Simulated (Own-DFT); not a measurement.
# Strain and stress in C40 NbSi2, 36 atoms (Nb12Si24)

These are calculations, not measurements. They come from Own-DFT, an in-house plane-wave density functional program, since retired, whose code no person has reviewed. Each row is one single-point run on a periodic cell that was not relaxed, without spin or spin-orbit coupling.

Settings of every run: PBE; PseudoDojo norm-conserving scalar-relativistic files; cutoff 42 hartree; 4 x 4 x 5 k mesh centred on Gamma; cold (Marzari-Vanderbilt) smearing of 0.2 eV.

Known limits: forces on such cells failed a check on a denser k mesh; stress not checked against mesh or cutoff.

Unstrained cell vectors in Å: (0.000, 8.324, 0.000); (-9.613, 0.000, 0.000); (0.000, 0.000, 6.586). The unstrained cell was taken from the Materials Project. The random moves and any unrelaxed bonds add to the pressure at no strain. Each run strains this cell uniformly, with the atoms carried along. Every atom was also moved at random, by a Gaussian of width 0.05 Å on each axis. Strain is the symmetric tensor, in per cent. Stress is positive in tension, and the pressure is minus a third of its trace.

```
run  e_xx (%)  e_yy (%)  e_zz (%)  e_yz (%)  e_xz (%)  e_xy (%)  s_xx (GPa)  s_yy (GPa)  s_zz (GPa)  s_yz (GPa)  s_xz (GPa)  s_xy (GPa)  P (GPa)  E (meV/atom)
  1     -0.93     -1.06     -1.21      0.90     -1.08     -1.80       -8.52       -8.22      -11.61        3.22       -2.49       -6.09     9.45          30.2
  2      1.93      0.68      0.33     -0.87     -0.70      1.59        4.47        1.59       -0.62       -1.80       -1.93        4.03    -1.81          13.7
  3      0.73      0.54      1.65     -1.94      1.03      0.27        1.74        1.92        4.12       -4.92        2.76        0.72    -2.60           0.0
  4     -0.15     -1.96      0.11     -0.89     -0.31     -1.20       -4.88       -9.80       -5.08       -3.20       -0.99       -3.96     6.59          18.4
  5      1.03      0.90      1.16      0.09      1.21     -0.20        2.46        2.19        2.83        0.11        3.29       -0.51    -2.49           4.1
  6     -1.44      0.77     -1.12     -0.46     -1.13      0.53       -8.36       -1.66       -9.31       -2.27       -3.78        2.07     6.45          12.9
  7      1.59      1.08     -1.80      1.20      0.11      1.95        1.94        0.25       -9.97        3.26       -0.17        5.00     2.59          25.9
  8      1.34      1.78      1.42     -1.49      1.97     -0.37        4.19        5.32        3.79       -3.97        5.03       -1.11    -4.43          14.6
  9      0.75      0.05      0.78      1.17      0.53      1.41        0.81       -1.14        0.10        3.38        2.41        3.92     0.08           8.5
 10     -1.31     -1.36      1.19      0.13      1.78      1.91       -8.49       -7.50       -0.71        0.56        5.77        6.39     5.57          25.4
 11      1.86     -1.00     -1.12     -1.48      1.53      1.82        2.15       -5.48       -8.22       -4.87        4.88        5.57     3.85          19.4
 12      0.24     -0.48      0.64     -1.49     -0.54     -0.76       -1.34       -3.53       -0.65       -4.26       -1.35       -2.26     1.84           0.4
 13      0.02     -1.70      1.11      1.21      1.56     -0.56       -2.90       -8.36       -1.11        3.79        5.27       -1.49     4.12          26.7
 14      0.68     -1.83      1.72      1.50     -1.99     -1.67       -0.45       -8.05        1.61        3.98       -5.78       -4.46     2.29          37.2
 15     -1.65      1.50     -1.55     -0.04      1.94     -1.28       -8.74        0.57      -11.58       -0.20        6.47       -4.29     6.58          21.2
 16     -0.64      0.91     -1.46     -1.36      1.29     -0.02           ?           ?           ?           ?           ?           ?        ?             ?
```

E is the free energy for each atom above the lowest run shown.

## Worked fit

Each stress component was fitted by least squares to a constant and the strains of the runs shown, as fractions, with shears doubled. Shear strains stay in the fit of a normal stress only where such slopes are resolved. The slopes, in GPa:

```
stress  at no strain  per e_xx  per e_yy  per e_zz  scatter
  s_xx          -2.9   361 ± 9    79 ± 9    85 ± 9     0.40
  s_yy          -2.7   65 ± 10  366 ± 10   81 ± 10     0.45
  s_zz          -4.2   81 ± 13   78 ± 12  437 ± 13     0.56
```

Each shear stress against twice its own strain: yz 146 ± 7, xz 154 ± 6, xy 155 ± 5 GPa. These are stiffnesses along x, y and z of the frame in which the cell vectors are given, which need not be the crystal's axes. The atoms are held to the strained lattice; where symmetry lets them move under strain, relaxing them would lower some slopes. The table should be nearly symmetric about its diagonal, and what it lacks of that shows the noise. A ninth of its sum, 181 ± 5 GPa, estimates the bulk modulus near the mean pressure of these runs, 2.5 GPa, so it lies above the value at zero pressure.

## Withheld run

Question: what normal stresses and pressure should run 16 give?

The fit gives s_xx = -5.8, s_yy = -1.0, s_zz = -10.4 and P = 5.7 GPa. The calculation gave -4.84, -0.44, -10.00 and P = 5.09 GPa.
